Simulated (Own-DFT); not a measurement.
# One host, several defects: 2H SiC

Everything here is calculated. The program is Own-DFT (plane waves, in-house, since retired, never reviewed by a person); positions were held fixed, and spin and spin-orbit coupling were off.

All runs used: PBE; PseudoDojo norm-conserving scalar-relativistic files; cutoff 42 hartree; 4 x 4 x 3 k mesh centred on Gamma; Fermi-Dirac smearing of 0.1 eV.

Keep in mind (not all hold for every row): some atoms lie very close together; not probed for a lower state with spin; forces on such cells moved up to 12 meV/angstrom on a denser k mesh; forces on such cells passed a denser k mesh, each cell not checked; stress not checked against mesh or cutoff.

All runs share one cell, with vectors in Å (9.248, 0.000, 0.000); (-4.624, 8.009, 0.000); (0.000, 0.000, 10.068) and a volume of 745.7 Å³. u is the rms random offset of the atoms per axis. The defect's site can differ from row to row.

| cell | formula | u (Å) | P (GPa) |
|---|---|---|---|
| no defect | C36Si36 | 0.0312 | 3.86 |
| no defect | C36Si36 | 0.0569 | 6.36 |
| no defect | C36Si36 | 0.0582 | 6.32 |
| one C vacancy | C35Si36 | 0.0263 | 3.63 |
| one C vacancy | C35Si36 | 0.0286 | 3.50 |
| one C vacancy | C35Si36 | 0.0305 | 3.65 |
| two N on a C site each | C34N2Si36 | 0.0297 | 2.93 |
| two N on a C site each | C34N2Si36 | 0.0297 | 2.88 |
| two N on a C site each | C34N2Si36 | 0.0516 | 4.46 |
| two Al on a Si site each | Al2C36Si34 | 0.0291 | 5.92 |
| two Al on a Si site each | Al2C36Si34 | 0.0298 | 5.85 |
| two Al on a Si site each | Al2C36Si34 | 0.0528 | 7.44 |
| one Si on a C site | C35Si37 | 0.0314 | 10.70 |
| one Si on a C site | C35Si37 | 0.0325 | 10.37 |
| one Si on a C site | C35Si37 | 0.0462 | 11.22 |
| one Si on a C site | C35Si37 | 0.0463 | ? |

## Analysis

P = P0 + c u² + a shift for each defect gives P0 = 3.23 GPa, c = 901 ± 62 GPa/Å² and a scatter of 0.19 GPa. The shifts, and each times the cell's volume:

- one Si on a C site: 6.28 ± 0.17 GPa, 29.2 eV
- two Al on a Si site each: 1.81 ± 0.17 GPa, 8.4 eV (4.2 eV for each of its 2 sites)
- one C vacancy: -0.37 ± 0.19 GPa, -1.7 eV (not resolved)
- two N on a C site each: -1.14 ± 0.17 GPa, -5.3 eV (-2.6 eV for each of its 2 sites)

Positive is outwards. The product with the volume (160.2 GPa Å³ to the eV) is nearly free of the cell's size; divided by the bulk modulus at the cell's pressure it gives the volume that the defect adds. The atoms around the defects weren't relaxed, which would change these numbers.

## The run left out

The question: what pressure belongs in the blank (one Si on a C site, u = 0.0463 Å)?

The fitted form gives 11.44 ± 0.22 GPa. DFT gave 11.61 GPa.
